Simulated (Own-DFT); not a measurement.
# Point defects and the pressure they add: rock-salt HfC

Calculated, not measured: single-point runs of Own-DFT, a retired in-house plane-wave DFT program that no person has reviewed, on unrelaxed cells, without spin or spin-orbit coupling.

Common settings: PBE; PseudoDojo norm-conserving scalar-relativistic files; cutoff 42 hartree; 4 x 4 x 4 k mesh centred on Gamma; cold (Marzari-Vanderbilt) smearing of 0.2 eV.

Known weak points: hafnium file: forces about 75 meV/angstrom off all-electron values; forces on such cells failed a check on a denser k mesh; stress not checked against mesh or cutoff.

All runs share one cell, with vectors in Å (3.784, -5.351, 6.554); (-3.784, 5.351, 6.554); (-7.568, -5.351, 0.000) and a volume of 796.2 Å³. Atoms were moved at random from their sites; u is the rms move along one axis. The defect's site can differ from row to row.

```
cell,formula,u (Å),P (GPa)
no defect,C32Hf32,0.0208,3.20
no defect,C32Hf32,0.0500,4.81
no defect,C32Hf32,0.0519,4.68
one Hf vacancy,C32Hf31,0.0437,3.66
one Hf vacancy,C32Hf31,0.0465,3.52
one Hf vacancy,C32Hf31,0.0503,3.87
one Hf vacancy,C32Hf31,0.0511,?
one C vacancy,C31Hf32,0.0270,2.86
one C vacancy,C31Hf32,0.0323,3.14
one C vacancy,C31Hf32,0.0565,4.82
```

## Working it out

P = P0 + c u² + a shift for each defect gives P0 = 2.84 GPa, c = 741 ± 55 GPa/Å² and a scatter of 0.14 GPa. The shifts, and each times the cell's volume:

- one C vacancy: -0.46 ± 0.12 GPa, -2.3 eV
- one Hf vacancy: -0.78 ± 0.12 GPa, -3.9 eV

Positive is outwards. The product with the volume (160.2 GPa Å³ to the eV) is nearly free of the cell's size; divided by the bulk modulus at the cell's pressure it gives the volume that the defect adds. The atoms around the defects weren't relaxed, which would change these numbers.

## Test on the hidden row

Question: what pressure belongs in the blank (one Hf vacancy, u = 0.0511 Å)?

From the fit: 3.99 ± 0.17 GPa. The calculation gave 3.98 GPa.
